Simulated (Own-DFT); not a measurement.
# Around an empty site: 2H SiC, 71 atoms (C35Si36), with one C vacancy

Calculated results; nothing here was measured. The program, named Own-DFT, is a retired in-house plane-wave density functional code that no person has reviewed. Each row is one single-point run on a periodic cell that was not relaxed, without spin or spin-orbit coupling.

Settings of every run: PBE; PseudoDojo norm-conserving scalar-relativistic files; cutoff 42 hartree; 4 x 4 x 3 k mesh centred on Gamma; Fermi-Dirac smearing of 0.1 eV.

Known limits: not probed for a lower state with spin; forces on such cells moved up to 12 meV/angstrom on a denser k mesh; stress not checked against mesh or cutoff.

Cell vectors in Å: (9.248, 0.000, 0.000); (-4.624, 8.009, 0.000); (0.000, 0.000, 10.068). Every atom was also moved at random, by a Gaussian of width 0.03 Å on each axis. The defect's site can differ from row to row. The empty site has 4 nearest neighbours, all Si. For each, d is its distance from the empty site and R the part of its force along the line away from it, positive outwards. The last column is the rms force component on atoms over 4.5 Å away.

| run | d1 (Å) | d2 (Å) | d3 (Å) | d4 (Å) | R1 (eV/Å) | R2 (eV/Å) | R3 (eV/Å) | R4 (eV/Å) | far F (eV/Å) |
|---|---|---|---|---|---|---|---|---|---|
| 1 | 1.845 | 1.880 | 1.883 | 1.906 | -0.11 | -0.77 | -0.15 | -0.36 | 0.81 |
| 2 | 1.869 | 1.869 | 1.883 | 1.927 | -0.17 | -0.45 | -0.44 | -0.71 | 0.78 |
| 3 | 1.865 | 1.877 | 1.891 | 1.909 | -0.08 | -0.62 | -0.29 | -0.82 | 0.93 |
| 4 | 1.866 | 1.884 | 1.893 | 1.928 | -0.05 | -0.60 | -0.54 | -0.97 | 0.74 |
| 5 | 1.869 | 1.877 | 1.890 | 1.959 | -0.22 | -0.59 | -0.57 | -1.06 | 0.90 |
| 6 | 1.853 | 1.864 | 1.879 | 1.899 | -0.38 | 0.05 | -0.29 | -0.56 | 0.80 |
| 7 | 1.883 | 1.902 | 1.904 | 1.924 | -0.41 | -0.16 | -0.30 | -0.67 | 0.97 |
| 8 | 1.875 | 1.896 | 1.904 | 1.927 | -0.34 | -0.24 | -0.54 | -0.63 | 0.95 |
| 9 | 1.884 | 1.889 | 1.915 | 1.938 | ? | ? | ? | ? | ? |

## Worked fit

A straight line through the 32 neighbours shown gives R = -0.44 - 7.7 (d - 1.890) eV/Å, with a scatter of 0.20 left by the moves of the other atoms. The slope, with an error of 1.4, is the pull back towards the neighbour's own site. The constant, -0.44 ± 0.03 eV/Å, is the force at the mean distance: with one bond gone, the neighbours are pushed inwards, towards the empty site. It shows how a relaxation would start, not where it would end, and it depends somewhat on the width of the random moves.

## Withheld run

Question: what mean R should the neighbours of run 9 feel? Their mean d is 1.907 Å.

The line gives -0.57 ± 0.09 eV/Å, by the scatter of the means of the runs shown. The calculation gave R = -0.49, -1.12, -0.71, -0.90, a mean of -0.80 eV/Å.
